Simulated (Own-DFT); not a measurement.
# Which defects push the lattice out? D0_22 TiAl3

Calculated, not measured: single-point runs of Own-DFT, a retired in-house plane-wave DFT program that no person has reviewed, on unrelaxed cells, without spin or spin-orbit coupling.

Settings: PBE; PseudoDojo norm-conserving scalar-relativistic files; cutoff 42 hartree; 4 x 4 x 4 k mesh centred on Gamma; cold (Marzari-Vanderbilt) smearing of 0.2 eV.

Caveats: forces on such cells failed a check on a denser k mesh; stress not checked against mesh or cutoff.

All runs share one cell, with vectors in Å (-2.365, -6.981, 4.326); (-7.667, 3.491, 1.442); (-2.950, -3.488, -7.241) and a volume of 625.4 Å³. u is the rms random offset of the atoms per axis. The defect's site can differ from row to row.

| cell | formula | u (Å) | P (GPa) |
|---|---|---|---|
| no defect | Al30Ti10 | 0.0180 | 1.95 |
| no defect | Al30Ti10 | 0.0212 | 2.00 |
| no defect | Al30Ti10 | 0.0567 | 2.86 |
| two Ti on an Al site each | Al28Ti12 | 0.0300 | 3.37 |
| two Ti on an Al site each | Al28Ti12 | 0.0302 | 3.31 |
| two Ti on an Al site each | Al28Ti12 | 0.0480 | 3.76 |
| two Al vacancies | Al28Ti10 | 0.0276 | 1.24 |
| two Al vacancies | Al28Ti10 | 0.0288 | 1.23 |
| two Al vacancies | Al28Ti10 | 0.0534 | 1.69 |
| one Ti vacancy | Al30Ti9 | 0.0311 | 1.82 |
| one Ti vacancy | Al30Ti9 | 0.0436 | 2.21 |
| one Ti vacancy | Al30Ti9 | 0.0479 | 2.22 |
| two Al on a Ti site each | Al32Ti8 | 0.0283 | 2.87 |
| two Al on a Ti site each | Al32Ti8 | 0.0328 | 2.95 |
| two Al on a Ti site each | Al32Ti8 | 0.0468 | 3.27 |
| two Al on a Ti site each | Al32Ti8 | 0.0481 | ? |

## Working it out

P = P0 + c u² + a shift for each defect gives P0 = 1.88 GPa, c = 288 ± 16 GPa/Å² and a scatter of 0.06 GPa. The shifts, and each times the cell's volume:

- two Ti on an Al site each: 1.20 ± 0.05 GPa, 4.7 eV (2.3 eV for each of its 2 sites)
- two Al on a Ti site each: 0.76 ± 0.05 GPa, 3.0 eV (1.5 eV for each of its 2 sites)
- one Ti vacancy: -0.30 ± 0.05 GPa, -1.2 eV
- two Al vacancies: -0.92 ± 0.05 GPa, -3.6 eV (-1.8 eV for each of its 2 sites)

A positive shift means that the defect pushes the cell outwards. Shift times volume (160.2 GPa Å³ is 1 eV) depends little on the cell's size, so, taken for each site, it can be compared between cells at like pressure. The atoms around the defects weren't relaxed, which would change these numbers.

## Withheld run

Asked: what pressure belongs in the blank (two Al on a Ti site each, u = 0.0481 Å)?

The fitted form gives 3.31 ± 0.07 GPa. The calculation gave 3.38 GPa.
